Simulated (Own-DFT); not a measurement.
# Point defects and the pressure they add: 4H SiC

Everything here is calculated. The program is Own-DFT (plane waves, in-house, since retired, never reviewed by a person); positions were held fixed, and spin and spin-orbit coupling were off.

Method: PBE; PseudoDojo norm-conserving scalar-relativistic files; cutoff 42 hartree; 4 x 4 x 3 k mesh centred on Gamma; Fermi-Dirac smearing of 0.1 eV.

Limits (not all hold for every row): not probed for a lower state with spin; forces on such cells failed a check on a denser k mesh; forces on such cells passed a denser k mesh, each cell not checked; stress not checked against mesh or cutoff.

All runs share one cell, with vectors in Å (9.248, 0.000, 0.000); (-4.624, 8.009, 0.000); (0.000, 0.000, 10.068) and a volume of 745.7 Å³. The atoms are randomly displaced, by u rms on each axis. The defect's site can differ from row to row.

```
cell,formula,u (Å),P (GPa)
no defect,C36Si36,0.0286,3.69
no defect,C36Si36,0.0326,3.91
no defect,C36Si36,0.0576,5.97
two Al on a Si site each,Al2C36Si34,0.0299,5.78
two Al on a Si site each,Al2C36Si34,0.0320,6.04
two Al on a Si site each,Al2C36Si34,0.0496,7.12
one Al on a Si site and one N on a C site,AlC35NSi35,0.0479,5.13
one Al on a Si site and one N on a C site,AlC35NSi35,0.0509,5.47
one Al on a Si site and one N on a C site,AlC35NSi35,0.0523,?
one Al on a Si site and one N on a C site,AlC35NSi35,0.0525,5.96
one C on a Si site,C37Si35,0.0446,2.55
one C on a Si site,C37Si35,0.0494,3.20
one C on a Si site,C37Si35,0.0540,4.41
one C vacancy,C35Si36,0.0287,3.44
one C vacancy,C35Si36,0.0306,3.43
one C vacancy,C35Si36,0.0504,5.08
```

## Analysis

P = P0 + c u² + a shift for each defect gives P0 = 2.82 GPa, c = 985 ± 97 GPa/Å² and a scatter of 0.27 GPa. The shifts, and each times the cell's volume:

- two Al on a Si site each: 2.06 ± 0.22 GPa, 9.6 eV (4.8 eV for each of its 2 sites)
- one Al on a Si site and one N on a C site: 0.19 ± 0.23 GPa, 0.9 eV (not resolved)
- one C vacancy: -0.25 ± 0.22 GPa, -1.2 eV (not resolved)
- one C on a Si site: -1.84 ± 0.23 GPa, -8.6 eV

A positive shift means that the defect pushes the cell outwards. Shift times volume (160.2 GPa Å³ is 1 eV) depends little on the cell's size, so, taken for each site, it can be compared between cells at like pressure. The atoms around the defects weren't relaxed, which would change these numbers.

## Check

Asked: what pressure belongs in the blank (one Al on a Si site and one N on a C site, u = 0.0523 Å)?

The fitted form gives 5.71 ± 0.31 GPa. The hidden result is 5.73 GPa.
